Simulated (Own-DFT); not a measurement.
# Misfit strain and the stress it brings: wurtzite GaN, 72 atoms (Ga36N36)

Everything here is calculated. The program is Own-DFT (plane waves, in-house, since retired, never reviewed by a person); positions were held fixed, and spin and spin-orbit coupling were off.

Common settings: PBE; PseudoDojo norm-conserving scalar-relativistic files; cutoff 42 hartree; 4 x 4 x 3 k mesh centred on Gamma; Fermi-Dirac smearing of 0.1 eV.

Known weak points: forces not confirmed at this smearing and k mesh; stress not checked against mesh or cutoff.

Unstrained cell vectors in Å: (9.567, 0.000, 0.000); (-4.784, 8.285, 0.000); (0.000, 0.000, 10.370). The unstrained cell has measured lattice constants (interpolated for alloys), not those of this functional. That, the random moves and any unrelaxed bonds set the pressure at no strain. Each run strains x and y alike by e, as a substrate would, and holds the height along z. All atoms carry random offsets, Gaussian with a width of 0.05 Å per axis. Stress is positive in tension.

```
e (%)  u (Å)  (s_xx + s_yy)/2 (GPa)  s_zz (GPa)
-3.00  0.051                 -26.07      -13.44
-2.25  0.050                 -20.62      -12.32
-1.75  0.047                 -16.65      -10.73
-1.25  0.052                 -14.00      -10.00
-0.50  0.051                      ?           ?
-0.25  0.049                  -8.30       -8.70
 1.00  0.052                  -2.31       -8.22
 1.75  0.049                   0.11       -3.84
 2.25  0.043                   3.58       -4.16
 2.75  0.046                   6.12       -4.93
```

## Worked fit

With e as a fraction, the in-plane stress is -7.2 + 533 e - 2748 e² GPa (errors 12 and 810, scatter 0.69), and s_zz is -8.3 + 162 e GPa (slope ± 17, scatter 0.99). At e = 0 the first slope is C11 + C12 and the second 2 C13, both with the ions held to the strained lattice and at the cell's own pressure. The term in e² is negative: the layer stiffens under compression and softens under tension. A free layer would change its height as e changes, and the in-plane slope would drop by 2 C13²/C33 to the biaxial modulus. At fixed height, a misfit of 1 % moves the in-plane stress by about 5.3 GPa and s_zz by 1.6 GPa.

## Withheld run

Question: what are the two stresses at e = -0.50 %?

The fitted form gives -9.9 and -9.2 GPa. DFT gave -10.13 and -9.11 GPa.
